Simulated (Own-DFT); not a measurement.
# Point defects and the pressure they add: monoclinic HfO2

Source: density functional calculations with Own-DFT, an unreviewed in-house program that is no longer used. Nothing was measured or relaxed, and spin and spin-orbit coupling are left out.

Common settings: PBE; PseudoDojo norm-conserving scalar-relativistic files; cutoff 72 hartree; 2 x 2 x 2 k mesh centred on Gamma; Fermi-Dirac smearing of 0.1 eV.

Known weak points (not all hold for every row): not probed for a lower state with spin; hafnium file: forces about 75 meV/angstrom off all-electron values; oxygen file: force components 24 meV/angstrom off all-electron in a glass; forces on such cells passed a denser k mesh, each cell not checked; stress not checked against mesh or cutoff.

All runs share one cell, with vectors in Å (10.234, 0.000, 0.000); (0.000, 10.350, 0.000); (-1.696, 0.000, 10.445) and a volume of 1106.4 Å³. The atoms are randomly displaced, by u rms on each axis. The defect's site can differ from row to row.

```
cell,formula,u (Å),P (GPa)
no defect,Hf32O64,0.0213,4.20
no defect,Hf32O64,0.0488,5.63
no defect,Hf32O64,0.0524,6.46
two O vacancies,Hf32O62,0.0305,3.69
two O vacancies,Hf32O62,0.0320,?
two O vacancies,Hf32O62,0.0471,4.71
two O vacancies,Hf32O62,0.0490,5.01
one Si on a Hf site,Hf31O64Si,0.0315,3.31
one Si on a Hf site,Hf31O64Si,0.0487,4.26
one Si on a Hf site,Hf31O64Si,0.0508,4.08
```

## Analysis

P = P0 + c u² + a shift for each defect gives P0 = 3.94 GPa, c = 804 ± 103 GPa/Å² and a scatter of 0.25 GPa. The shifts, and each times the cell's volume:

- two O vacancies: -0.95 ± 0.20 GPa, -6.6 eV (-3.3 eV for each of its 2 sites)
- one Si on a Hf site: -1.65 ± 0.20 GPa, -11.4 eV

A positive shift means that the defect pushes the cell outwards. Shift times volume (160.2 GPa Å³ is 1 eV) depends little on the cell's size, so, taken for each site, it can be compared between cells at like pressure. The atoms around the defects weren't relaxed, which would change these numbers.

## The run left out

Question: what pressure belongs in the blank (two O vacancies, u = 0.0320 Å)?

From the fit: 3.81 ± 0.30 GPa. The hidden result is 3.75 GPa.
